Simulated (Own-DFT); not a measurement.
## Calculated data, Hf32O63 (monoclinic hafnia with one vacancy, atoms displaced)

All values are calculated (Own-DFT development build). A calculation, not a measurement: plane-wave PBE density functional theory by an unreviewed code, no spin, of a simulated periodic cell, stress positive in tension, free energy of the whole cell less one offset for each atom, defect cell not probed for a lower state with spin; hafnium file: forces about 75 meV/angstrom off all-electron values; oxygen file: force components 24 meV/angstrom off all-electron in one glass; forces on such cells passed a denser k mesh, this cell's mesh not checked; offsets are fitted by least squares, one for each functional and potential file, so energies compare only between cells with the same atoms and settings and are not formation energies; the far tail of each file's local potential was reset to the Coulomb form; each entry is a single point on an unrelaxed cell, so the pressure reflects the starting lattice, mostly measured values, from which strain is counted, and rises with the displacements; printed positions are rounded, which can move forces by about a meV/angstrom; the program is a retired in-house code; no spin-orbit coupling; before rounding, a Quantum ESPRESSO 7.3.1 run of the same cell and cutoff gave forces within 1 meV/angstrom rms on each cell, which checks the program and not the settings.

Entry: Hf32O63 (monoclinic hafnia with one vacancy, atoms displaced)

```
cell vectors (Å)
  10.2340     0.0000     0.0000
   0.0000    10.3500     0.0000
  -1.6955     0.0000    10.4453
atoms (fractions of the cell vectors)
Hf  0.14944  0.02562  0.10616
Hf  0.37327  0.27304  0.13169
Hf  0.37376  0.47737  0.41404
Hf  0.14455  0.23234  0.34168
O   0.03254  0.17935  0.17521
O   0.46269  0.41779  0.07038
O   0.47216  0.34570  0.33842
O   0.04302  0.08776  0.41636
O   0.22292  0.38548  0.24689
O   0.28729  0.13856  0.99924
O   0.28574  0.10792  0.26534
O   0.24171  0.37383  0.50277
Hf  0.13430  0.01124  0.60908
Hf  0.35444  0.26204  0.64824
Hf  0.36814  0.48376  0.89597
Hf  0.15310  0.22187  0.85773
O   0.02947  0.17021  0.66092
O   0.47552  0.41950  0.57565
O   0.45802  0.32811  0.84073
O   0.04234  0.08564  0.92151
O   0.21347  0.38254  0.73557
O   0.29002  0.12912  0.51712
O   0.27145  0.11565  0.76663
O   0.22666  0.37528  0.98012
Hf  0.15265  0.52414  0.10110
Hf  0.36210  0.77533  0.14966
Hf  0.36341  0.98764  0.40099
Hf  0.14423  0.74579  0.35918
O   0.04284  0.65620  0.15576
O   0.45355  0.91030  0.07819
O   0.46108  0.82628  0.31530
O   0.04191  0.58136  0.42104
O   0.22780  0.88511  0.23618
O   0.28589  0.62200  0.01790
O   0.27299  0.61306  0.26370
O   0.20272  0.87128  0.48893
Hf  0.13995  0.51621  0.58619
Hf  0.36853  0.75603  0.65433
Hf  0.36647  0.98806  0.89694
Hf  0.13220  0.73151  0.84461
O   0.44982  0.91495  0.57014
O   0.44200  0.84422  0.82753
O   0.03367  0.59342  0.90755
O   0.23329  0.88496  0.73667
O   0.26383  0.62901  0.52180
O   0.26930  0.62710  0.76177
O   0.23883  0.88130  0.99872
Hf  0.64011  0.02775  0.10338
Hf  0.88727  0.26782  0.15243
Hf  0.86377  0.47492  0.39154
Hf  0.64100  0.23541  0.35339
O   0.55231  0.16074  0.17363
O   0.96655  0.40577  0.08106
O   0.95605  0.33740  0.33323
O   0.54028  0.09730  0.41977
O   0.72203  0.37701  0.24400
O   0.78969  0.13721  0.00297
O   0.77050  0.11179  0.25832
O   0.73367  0.37131  0.49103
Hf  0.64112  0.02449  0.59695
Hf  0.84809  0.27291  0.64955
Hf  0.86186  0.47931  0.90410
Hf  0.64248  0.23156  0.85334
O   0.53249  0.15722  0.66530
O   0.96615  0.42998  0.58055
O   0.95813  0.32757  0.82573
O   0.52600  0.08994  0.91740
O   0.72242  0.37771  0.74473
O   0.78455  0.13667  0.52078
O   0.77145  0.11675  0.76119
O   0.71935  0.36610  0.99450
Hf  0.62309  0.51443  0.10035
Hf  0.86424  0.77021  0.14451
Hf  0.86671  0.97721  0.38876
Hf  0.62533  0.72498  0.36028
O   0.54158  0.66962  0.17960
O   0.96635  0.91719  0.07006
O   0.96133  0.82843  0.32737
O   0.54287  0.57265  0.42481
O   0.71848  0.86795  0.24142
O   0.76904  0.63763  0.99693
O   0.78023  0.61563  0.26741
O   0.72661  0.88587  0.49143
Hf  0.63639  0.50937  0.60273
Hf  0.85973  0.77428  0.63737
Hf  0.86892  0.98275  0.88224
Hf  0.64090  0.72235  0.85737
O   0.52764  0.65733  0.66577
O   0.96812  0.90282  0.58199
O   0.97907  0.82929  0.82663
O   0.54304  0.58709  0.92331
O   0.72172  0.88137  0.73777
O   0.76966  0.62908  0.51218
O   0.79600  0.62361  0.75942
O   0.72116  0.87315  0.99821
```

```
functional                        : PBE
potential files                   : PseudoDojo norm-conserving, scalar-relativistic, standard set
wave cutoff                       : 72 hartree
occupations                       : Fermi-Dirac
smearing width                    : 0.1 eV
k mesh                            : 2 x 2 x 2 centred on Gamma
free energy of cell above offsets : -80.727 eV
pressure                          : 9.39 GPa
stress xx                         : -10.48 GPa
stress yy                         : -9.52 GPa
stress zz                         : -8.16 GPa
stress yz                         : 0.42 GPa
stress xz                         : -1.11 GPa
stress xy                         : 0.63 GPa
```

Force:
```tsv
element	x (eV/Å)	y (eV/Å)	z (eV/Å)
Hf	-0.873	-2.297	-1.776
Hf	-1.299	-0.782	2.462
Hf	-2.276	1.509	-3.96
Hf	-0.056	0.589	3.178
O	7.699	-5.444	0.459
O	-0.403	-0.418	0.792
O	0.393	-1.999	-2.3
O	-0.428	-0.7	-0.26
O	0.729	-1.81	-0.904
O	-0.455	0.198	2.866
O	-0.98	3.525	-2.287
O	-0.942	-1.536	-1.35
Hf	-0.083	1.627	-0.19
Hf	0.737	1.056	1.216
Hf	-2.801	0.7	-2.659
Hf	-3.579	3.476	-2.571
O	0.687	-0.906	0.835
O	-2.091	-2.947	2.507
O	0.785	-0.363	-1.239
O	0.084	-0.371	0.447
O	1.541	-1.026	0.622
O	-1.154	-0.547	-1.071
O	0.619	1.321	-2.178
O	0.259	-0.578	1.185
Hf	-1.13	-0.419	0.629
Hf	-0.707	-2.081	-1.757
Hf	0.989	-2.164	0.789
Hf	-0.729	-3.93	-1.757
O	-2.15	2.27	0.915
O	3.91	2.869	0.177
O	-0.595	2.099	3.422
O	-0.509	0.874	-1.589
O	-1.206	-0.658	1.316
O	0.717	0.58	-0.658
O	0.637	1.303	1.008
O	1.527	1.319	0.206
Hf	-2.932	-0.667	3.989
Hf	-2.287	2.974	-0.426
Hf	-1.557	-2.297	0.29
Hf	2.859	-0.486	1.087
O	1.549	-0.247	0.404
O	4.846	-3.948	-0.289
O	-0.624	-2.195	1.334
O	-1.994	-0.236	-0.322
O	3.472	1.856	-2.086
O	1.046	-1.277	0.035
O	-2.762	-0.142	-0.985
Hf	1.749	-4.012	-1.256
Hf	-10.53	2.905	-1.809
Hf	-1.238	3.237	1.709
Hf	1.468	0.52	0.301
O	-4.378	3.63	0.036
O	1.89	2.954	-1.588
O	3.632	-3.052	-0.599
O	-1.563	-2.002	0.285
O	-0.55	0.088	-0.88
O	-1.02	-1.115	0.182
O	1.464	0.067	0.787
O	-1.385	0.05	0.378
Hf	-0.381	-0.76	0.734
Hf	4.608	0.778	0.294
Hf	1.724	-0.379	-1.287
Hf	-0.531	-0.611	1.038
O	-0.806	1.87	1.08
O	-1.318	-1.003	-0.028
O	0.178	0.435	1.045
O	2.619	0.905	1.205
O	-1.195	0.438	0.075
O	-0.745	-1.466	-1.813
O	0.073	0.822	-0.844
O	-0.176	1.217	-0.503
Hf	4.526	1.652	2.766
Hf	-0.499	-0.551	-0.338
Hf	-1.02	0.534	0.57
Hf	3.369	0.694	-1.027
O	-0.284	-1.418	-1.167
O	0.652	0.521	0.876
O	0.713	-0.02	-0.389
O	-0.568	0.53	-0.15
O	0.771	1.086	-0.108
O	0.917	-1.171	1.967
O	-0.172	0.732	-1.293
O	-0.102	-1.101	-1.028
Hf	3.956	2.508	0.847
Hf	-1.745	-2.93	1.489
Hf	-0.478	-1.146	2.458
Hf	1.448	3.495	-1.299
O	1.806	-0.271	1.498
O	1.44	2.403	-1.47
O	-3.639	2.813	-1.161
O	-2.187	-1.405	-0.283
O	0.385	-0.53	0.157
O	0.277	1.004	0.144
O	-2.102	-0.4	0.47
O	0.464	-0.218	-1.628
```
